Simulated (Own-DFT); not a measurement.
GaN (wurtzite, strained, atoms displaced) (calculated)

All values are calculated (Own-DFT development build). A calculation, not a measurement: plane-wave PBE density functional theory by an unreviewed code, no spin, of a simulated periodic cell, stress positive in tension, free energy of the whole cell less one offset for each atom, forces on such cells passed a denser k mesh, this cell's mesh not checked; offsets are fitted by least squares, one for each functional and potential file, so energies compare only between cells with the same atoms and settings and are not formation energies; the far tail of each file's local potential was reset to the Coulomb form; each entry is a single point on an unrelaxed cell, so the pressure reflects the starting lattice, mostly measured values (interpolated for alloys), from which strain is counted, and rises with the displacements; printed positions are rounded, which can move forces by about a meV/angstrom; the program, named Own-DFT, is a retired in-house code; no spin-orbit coupling.

Settings shared by all entries: functional PBE; potential files PseudoDojo norm-conserving, scalar-relativistic, standard set with the stringent files for Ga; wave cutoff 96 hartree; occupations Gaussian; smearing width 0.01 eV; k mesh 3 x 4 x 3 centred on Gamma.

(1) GaN (wurtzite, strained, atoms displaced)

```xyz
96
Lattice="12.7560 0.0000 0.0000 -4.7835 8.2853 0.0000 0.0000 0.0000 10.2144" Properties=species:S:1:pos:R:3 GaN
Ga    -0.0672     1.8253     0.0570
Ga     1.6094     0.9562     2.4679
N     -0.0246     1.8041     1.8712
N      1.4792     0.9167     4.3829
Ga     0.0030     1.8241     5.1337
Ga     1.6416     0.8945     7.6606
N      0.0028     1.8053     6.9623
N      1.6092     0.9338     9.6126
Ga    -1.5632     4.5610     0.0205
Ga     0.0391     3.6886     2.6129
N     -1.6478     4.4830     1.9582
N      0.0094     3.7286     4.4967
Ga    -1.6186     4.5713     5.1233
Ga     0.0049     3.6396     7.5758
N     -1.6590     4.6693     7.0393
N      0.0120     3.6186     9.6422
Ga    -3.1592     7.3166     0.0347
Ga    -1.5470     6.4821     2.5253
N     -3.2072     7.3230     1.7795
N     -1.5968     6.4042     4.3370
Ga    -3.1846     7.5421     5.1602
Ga    -1.5523     6.4062     7.6403
N     -3.2212     7.3685     7.0677
N     -1.5410     6.3909     9.5403
Ga     3.2473     1.8012    10.2019
Ga     4.7558     0.8889     2.5608
N      3.2519     1.8490     2.0533
N      4.7681     0.9071     4.4198
Ga     3.1187     1.7902     5.0296
Ga     4.7720     0.9103     7.5884
N      3.1540     1.9005     7.0301
N      4.7235     0.8845     9.6642
Ga     1.6228     4.5159    10.1557
Ga     3.1716     3.7007     2.4904
N      1.5134     4.6042     1.8927
N      3.1863     3.6682     4.4451
Ga     1.5445     4.5935     5.0872
Ga     3.1534     3.6851     7.6530
N      1.6420     4.5999     7.0227
N      3.2574     3.6648     9.6260
Ga    -0.0462     7.3805    10.2073
Ga     1.5783     6.5441     2.5161
N     -0.0354     7.4184     1.9429
N      1.6669     6.3887     4.6016
Ga    -0.0025     7.2950     5.1845
Ga     1.5533     6.4538     7.7355
N      0.0105     7.3842     7.0695
N      1.5716     6.4569     9.5198
Ga     6.3881     1.8190     0.0386
Ga     7.9998     0.8732     2.5617
N      6.4101     1.8719     1.9510
N      7.9694     0.8972     4.4022
Ga     6.4349     1.8840     5.0724
Ga     7.9841     1.0054     7.5633
N      6.4315     1.8743     6.9057
N      8.0010     0.8929     9.6029
Ga     4.8232     4.5528    10.1743
Ga     6.4311     3.6773     2.5058
N      4.8479     4.6310     1.9136
N      6.3576     3.6061     4.4238
Ga     4.8405     4.4953     5.2286
Ga     6.3747     3.6278     7.6737
N      4.7045     4.5987     7.0879
N      6.3851     3.7701     9.5898
Ga     3.2882     7.4126    10.1508
Ga     4.8106     6.5172     2.5541
N      3.0936     7.4114     1.9241
N      4.7004     6.3720     4.4324
Ga     3.1056     7.3047     5.0050
Ga     4.8238     6.4406     7.6688
N      3.2217     7.3792     7.0308
N      4.8075     6.4057     9.5366
Ga     9.5314     1.8778     0.0553
Ga    11.1087     0.8899     2.7257
N      9.5736     1.8789     1.8540
N     11.2107     0.9040     4.5209
Ga     9.6179     1.9046     5.1980
Ga    11.0675     0.9155     7.5396
N      9.6905     1.8883     7.0393
N     11.1279     0.9558     9.6693
Ga     7.9980     4.5869     0.0060
Ga     9.5810     3.6958     2.5436
N      8.0047     4.5635     1.8763
N      9.6603     3.6864     4.5098
Ga     7.9772     4.6374     5.1482
Ga     9.5992     3.8533     7.6214
N      7.9792     4.5996     7.0219
N      9.5256     3.6507     9.6076
Ga     6.4675     7.3688    10.1710
Ga     8.0563     6.4465     2.5255
N      6.3028     7.3211     1.9970
N      7.9947     6.4040     4.5788
Ga     6.3488     7.3620     5.0152
Ga     7.9555     6.4293     7.6935
N      6.4082     7.2226     7.0317
N      7.8993     6.4519     9.5308
```

* free energy of cell above offsets: -2.193 eV
* pressure: 10.72 GPa
* stress xx: -8.39 GPa
* stress yy: -7.99 GPa
* stress zz: -15.76 GPa
* stress yz: 0.36 GPa
* stress xz: 0.47 GPa
* stress xy: -0.4 GPa

Force:
```
element  x (eV/Å)  y (eV/Å)  z (eV/Å)
     Ga     0.715    -0.354    -1.741
     Ga     -0.56    -0.462    -0.486
      N     0.004      0.18     3.049
      N     1.088     0.637     0.233
     Ga    -0.003     1.009    -1.373
     Ga      -0.8     0.515     0.933
      N    -0.061    -0.087     1.764
      N    -0.169    -0.455    -0.016
     Ga    -0.325    -0.247      0.03
     Ga    -1.124    -0.717    -1.296
      N     2.111     2.213    -0.594
      N    -0.822    -1.229     0.617
     Ga     0.939     1.534    -0.798
     Ga     0.145     0.293     1.338
      N     2.475    -0.694    -0.825
      N    -0.187      0.53    -1.794
     Ga    -0.249     0.407    -4.263
     Ga    -1.125    -1.415     -1.26
      N     0.834     0.677      4.09
      N    -0.166     0.748     3.549
     Ga    -0.092     -3.31    -0.612
     Ga    -0.711     1.647     0.381
      N     1.063    -0.209    -0.161
      N    -0.908     0.006     0.857
     Ga    -1.754     1.026     1.075
     Ga     1.437     1.233    -0.112
      N    -1.277    -0.007    -2.098
      N      0.23    -0.661     2.297
     Ga     0.886     1.084     -0.08
     Ga     0.097     1.076     0.794
      N     0.627    -1.416    -0.681
      N     2.081     0.479    -1.984
     Ga    -0.319     1.249     0.407
     Ga     0.822     0.999     0.645
      N     1.202     0.862     0.172
      N    -0.265    -0.153     0.628
     Ga     2.054     -0.54     0.317
     Ga     0.263     0.037     0.671
      N    -1.715     0.323     0.345
      N    -0.827    -0.618    -0.623
     Ga     1.083    -1.093     0.017
     Ga    -0.534    -1.924     0.757
      N     0.511    -0.889    -0.951
      N    -3.655      -0.1    -2.434
     Ga     0.043      0.67    -2.041
     Ga     1.624    -0.066    -2.533
      N    -0.504    -0.371    -0.187
      N     0.355    -0.284     3.176
     Ga     0.093     0.224    -0.366
     Ga    -0.047     1.788    -1.258
      N    -0.432    -1.081    -0.229
      N     0.865     0.341     2.145
     Ga    -0.737    -1.669    -1.841
     Ga     0.732    -1.566     1.115
      N    -1.024    -0.385     2.301
      N    -0.697       1.6    -1.259
     Ga    -0.546     1.565     1.144
     Ga    -0.915      0.49     0.212
      N    -0.901    -0.083    -0.217
      N     1.031     1.918     0.737
     Ga    -1.261     0.838    -2.319
     Ga    -0.148     1.134    -0.037
      N     1.567    -0.497     0.238
      N     0.842    -2.305    -0.516
     Ga    -1.043    -1.613     0.333
     Ga    -2.283    -2.399    -0.193
      N     1.737    -0.749    -0.921
      N     1.155     0.261     1.217
     Ga     3.144     1.696     2.162
     Ga    -1.169     0.087     -0.75
      N    -0.494     0.403    -0.256
      N     0.307     0.455     1.413
     Ga      0.49    -0.774    -1.984
     Ga      0.34     0.561    -4.113
      N    -0.026    -0.904     3.425
      N    -0.962     0.559     1.592
     Ga    -0.862    -0.951    -2.215
     Ga     3.204    -2.214     2.617
      N    -3.096     1.767     0.189
      N    -0.201    -0.793    -1.899
     Ga    -0.286     0.575    -0.716
     Ga    -0.957    -1.018      0.63
      N     0.059     1.021     1.224
      N    -2.137    -0.539    -0.447
     Ga    -0.071    -1.224    -1.163
     Ga    -1.358    -2.486     1.781
      N    -0.618    -0.208     0.746
      N     0.919     1.093    -1.156
     Ga    -2.465     0.874     1.115
     Ga    -1.497    -0.656     0.964
      N     3.005     1.565    -1.125
      N     0.338      1.53    -1.763
     Ga     -0.38    -1.687      1.16
     Ga     0.419    -0.069    -1.251
      N    -0.591       2.3    -1.115
      N     2.422    -0.914     1.451
```

(2) GaN (wurtzite, strained, atoms displaced)

```xyz
96
Lattice="12.7560 0.0000 0.0000 -4.7835 8.2853 0.0000 0.0000 0.0000 10.2144" Properties=species:S:1:pos:R:3 GaN
Ga    -0.0010     1.8201    10.1882
Ga     1.6335     0.9127     2.4691
N     -0.0077     1.8580     1.8958
N      1.5474     0.8904     4.5127
Ga    -0.0318     1.8474     5.1576
Ga     1.5408     0.8620     7.6622
N     -0.0417     1.8239     7.0107
N      1.5818     0.9246     9.5958
Ga    -1.5235     4.6786    10.1656
Ga     0.0526     3.5878     2.4711
N     -1.5444     4.7126     1.8580
N     -0.0396     3.7730     4.4977
Ga    -1.6200     4.6023     5.1245
Ga     0.0226     3.6552     7.6468
N     -1.7239     4.6330     7.1193
N     -0.0092     3.6463     9.5705
Ga    -3.2301     7.3746     0.0603
Ga    -1.5968     6.4493     2.5351
N     -3.1976     7.3118     1.8900
N     -1.6333     6.4444     4.4609
Ga    -3.2541     7.3321     5.1029
Ga    -1.6085     6.4408     7.6837
N     -3.0979     7.4123     7.0251
N     -1.6121     6.4203     9.6064
Ga     3.2112     1.7735    10.2052
Ga     4.7946     0.9764     2.5964
N      3.1348     1.8693     1.9270
N      4.8017     0.8628     4.4776
Ga     3.1127     1.8227     5.0838
Ga     4.8442     0.9287     7.6819
N      3.2238     1.8686     7.1119
N      4.7323     0.9912     9.5893
Ga     1.6015     4.6123     0.0250
Ga     3.1518     3.6626     2.5991
N      1.6669     4.6094     1.9650
N      3.2517     3.6730     4.4318
Ga     1.6051     4.6998     5.0533
Ga     3.1483     3.7457     7.5665
N      1.4737     4.7238     7.1628
N      3.1648     3.6035     9.6313
Ga    -0.1008     7.4202    10.1923
Ga     1.5980     6.5412     2.4413
N     -0.0097     7.4569     1.8516
N      1.6219     6.4238     4.4185
Ga    -0.0753     7.3844     5.1090
Ga     1.6725     6.5315     7.6402
N      0.0700     7.3359     6.9795
N      1.6078     6.4372     9.4402
Ga     6.2727     1.7353    10.2117
Ga     7.9922     0.9695     2.5391
N      6.2093     1.8412     1.9512
N      8.0134     0.9602     4.5030
Ga     6.3215     1.7896     5.0829
Ga     7.9283     0.9724     7.6283
N      6.3882     1.8906     7.0105
N      7.9912     0.9793     9.6613
Ga     4.8287     4.5783     0.0947
Ga     6.3591     3.7092     2.5057
N      4.7409     4.6009     1.8560
N      6.3131     3.7648     4.4857
Ga     4.7595     4.6033     5.1467
Ga     6.3968     3.6892     7.6861
N      4.7715     4.5752     7.0043
N      6.3250     3.6692     9.5614
Ga     3.2555     7.3625     0.0161
Ga     4.8997     6.4707     2.5697
N      3.2081     7.3150     1.8431
N      4.7472     6.3981     4.4690
Ga     3.1434     7.4001     5.0829
Ga     4.7009     6.5062     7.7145
N      3.1643     7.3632     7.1430
N      4.7253     6.4336     9.6005
Ga     9.5434     1.8934    10.0172
Ga    11.1001     0.9030     2.6129
N      9.5900     1.8199     1.9698
N     11.1299     0.9654     4.4803
Ga     9.5832     1.8263     5.0971
Ga    11.1516     0.9165     7.6088
N      9.6014     1.8983     6.9397
N     11.2314     0.8657     9.7259
Ga     7.9621     4.5611    10.1832
Ga     9.4771     3.7679     2.5056
N      7.9799     4.6207     1.9919
N      9.5877     3.6946     4.4678
Ga     7.9486     4.5964     5.0643
Ga     9.5268     3.7072     7.6648
N      8.0286     4.4564     7.0737
N      9.4997     3.6792     9.5845
Ga     6.3284     7.4292     0.1078
Ga     8.0642     6.3797     2.4997
N      6.4191     7.3878     1.9105
N      7.9936     6.4169     4.4088
Ga     6.3691     7.3235     5.1355
Ga     7.9573     6.4795     7.6349
N      6.3790     7.2885     6.9726
N      7.9535     6.4043     9.5561
```

- free energy of cell above offsets: -2.653 eV
- pressure: 10.54 GPa
- stress xx: -8.74 GPa
- stress yy: -8.19 GPa
- stress zz: -14.7 GPa
- stress yz: 0.35 GPa
- stress xz: -0.05 GPa
- stress xy: -0.64 GPa

Force:
```
element  x (eV/Å)  y (eV/Å)  z (eV/Å)
     Ga     0.489     0.829     0.414
     Ga    -1.406    -0.263     1.233
      N    -0.048    -1.853     0.435
      N    -0.111      0.25    -0.945
     Ga     0.221     0.746    -1.949
     Ga      1.17     1.667     0.173
      N     0.566     0.007     1.219
      N      0.11    -0.859     0.042
     Ga    -0.765    -2.008     0.321
     Ga     -0.73     2.599     1.213
      N    -0.417    -1.948     0.581
      N     0.994    -1.393    -0.323
     Ga    -0.193     0.423     0.296
     Ga    -1.295     0.692     0.194
      N     2.174    -0.277    -1.092
      N     0.055     0.223      0.32
     Ga    -0.145     -0.46    -2.327
     Ga     0.867     0.416     0.206
      N      0.55      1.08     1.187
      N    -0.027     0.218      0.22
     Ga     0.977     0.305    -0.212
     Ga      1.06     0.209    -0.324
      N    -1.657    -1.163    -0.184
      N     -0.49     1.836    -0.588
     Ga    -1.793     1.984     0.152
     Ga    -2.385    -1.253    -0.112
      N     1.095    -0.631     0.155
      N    -1.042      0.88      0.27
     Ga     0.884     0.147      0.98
     Ga    -0.973    -0.144    -1.093
      N    -0.909    -0.578      -1.3
      N     0.518    -2.215     -0.86
     Ga     0.512    -0.174    -0.942
     Ga     0.896      0.51    -1.583
      N    -1.551     0.651    -0.451
      N    -1.257    -0.294     1.882
     Ga    -0.414    -1.706     0.935
     Ga    -0.306    -0.534     1.951
      N     1.777    -1.417    -2.623
      N     0.419     1.148    -0.731
     Ga     1.667    -0.828    -0.896
     Ga    -0.289    -1.224     0.737
      N    -0.237    -0.424      1.14
      N     -0.62     1.966    -0.133
     Ga     0.679    -1.221    -0.529
     Ga    -2.546    -1.187    -0.345
      N    -1.167     0.957     1.171
      N    -0.531     0.781     4.096
     Ga     1.935       1.9     0.603
     Ga    -0.626    -0.639    -0.422
      N     3.597     1.179    -0.843
      N    -1.245    -0.534    -0.397
     Ga     0.874     1.519    -0.034
     Ga     0.967    -0.028     0.466
      N    -0.294    -0.682     0.158
      N    -1.409    -1.056    -1.419
     Ga    -1.581    -0.127    -3.615
     Ga    -0.779    -0.173     0.817
      N     0.691     0.408     3.536
      N     0.861      -1.6    -0.601
     Ga     0.056     0.093    -0.744
     Ga    -0.764     0.378    -0.697
      N     0.185     1.171     1.252
      N     0.763    -0.637     1.225
     Ga    -1.802     0.264    -1.439
     Ga    -1.744    -0.903    -0.412
      N     0.744     1.308     2.168
      N     0.237     1.221     0.439
     Ga     0.566    -0.445     0.207
     Ga     1.594    -1.676    -0.462
      N     1.605     2.168     -2.64
      N     1.816    -0.151     0.252
     Ga     1.498     -0.78     2.753
     Ga     1.197     0.685    -1.081
      N    -0.816     1.329    -1.275
      N     0.867    -1.409     0.831
     Ga    -0.237     1.271    -1.051
     Ga    -0.345    -0.511     0.902
      N    -0.398    -1.183     2.502
      N      -1.8     1.397    -2.931
     Ga    -0.831     0.512     0.108
     Ga     3.449    -1.971     0.708
      N    -1.747    -0.537    -2.132
      N    -0.721    -0.097    -0.269
     Ga     0.406    -0.637     0.753
     Ga      1.37    -1.131     0.448
      N    -2.535     3.077    -1.624
      N     1.514     0.817     0.084
     Ga     0.253    -2.175    -2.481
     Ga    -1.455     1.634     0.599
      N     0.592    -0.535     2.131
      N     -0.86     0.283      0.95
     Ga    -0.153     0.228    -2.039
     Ga     0.909    -1.324     0.302
      N    -0.533     0.999     1.613
      N     -0.25     0.629     0.818
```
